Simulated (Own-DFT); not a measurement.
# What random displacements cost in monoclinic HfO2, 96 atoms (Hf32O64)

Calculated results; nothing here was measured. The program, named Own-DFT, is a retired in-house plane-wave density functional code that no person has reviewed. Each row is one single-point run on a periodic cell that was not relaxed, without spin or spin-orbit coupling.

Settings of every run: PBE; PseudoDojo norm-conserving scalar-relativistic files; cutoff 72 hartree; 2 x 2 x 2 k mesh centred on Gamma; Fermi-Dirac smearing of 0.1 eV.

Known limits, some of them of some rows only: some atoms lie very close together; hafnium file: forces about 75 meV/angstrom off all-electron values; oxygen file: force components 24 meV/angstrom off all-electron in a glass; forces on such cells passed a denser k mesh, each cell not checked; stress not checked against mesh or cutoff.

Cell vectors in Å: (10.234, 0.000, 0.000); (0.000, 10.350, 0.000); (-1.696, 0.000, 10.445). In each run every atom was moved at random and independently from its ideal site; u is the rms move along one axis. E is the free energy for each atom above the fitted value at u = 0, and F the rms of the force components.

| run | u (Å) | E (meV/atom) | F (eV/Å) | largest force (eV/Å) | P (GPa) |
|---|---|---|---|---|---|
| 1 | 0.0190 | 8.6 | 0.352 | 1.31 | 3.51 |
| 2 | 0.0196 | 11.8 | 0.458 | 2.03 | 4.16 |
| 3 | 0.0207 | 12.3 | 0.451 | 1.68 | 4.28 |
| 4 | 0.0493 | 68.2 | 1.159 | 4.15 | 6.44 |
| 5 | 0.0505 | ? | ? | ? | ? |
| 6 | 0.0521 | 78.7 | 1.260 | 5.27 | 7.05 |
| 7 | 0.0794 | 181.7 | 2.079 | 7.68 | 10.56 |
| 8 | 0.0795 | 165.5 | 1.838 | 8.31 | 9.04 |
| 9 | 0.1272 | 449.6 | 3.334 | 15.06 | 17.72 |
| 10 | 0.1499 | 684.5 | 4.994 | 26.66 | 27.32 |

## Worked fit

For small independent moves the energy grows as E = (3/2) K u², with K the mean stiffness felt by one atom. The runs with u up to 0.11 Å give K = 18.6 ± 0.5 eV/Å², with residuals divided by u² + 0.0006 Å², since the noise grows with the moves. The scatter is 3.8 meV/atom at u = 0.05 Å. The forces follow F = G u with G = 23.1 eV/Å²; no force at u = 0 is resolved. G exceeds K because the moves of its neighbours add to the force on an atom, and stiffness differs between atoms. At u = 0.150 Å the parabola gives 628 meV/atom and the run 684. The pressure follows P = 3.78 + 980 u² GPa: at fixed volume, shortened bonds push harder than stretched ones pull.

## Withheld run

Question: what energy and rms force should run 5 give?

The fit gives 71 ± 4 meV/atom and about 1.17 eV/Å. The calculation gave 66.4 meV/atom and 1.131 eV/Å.
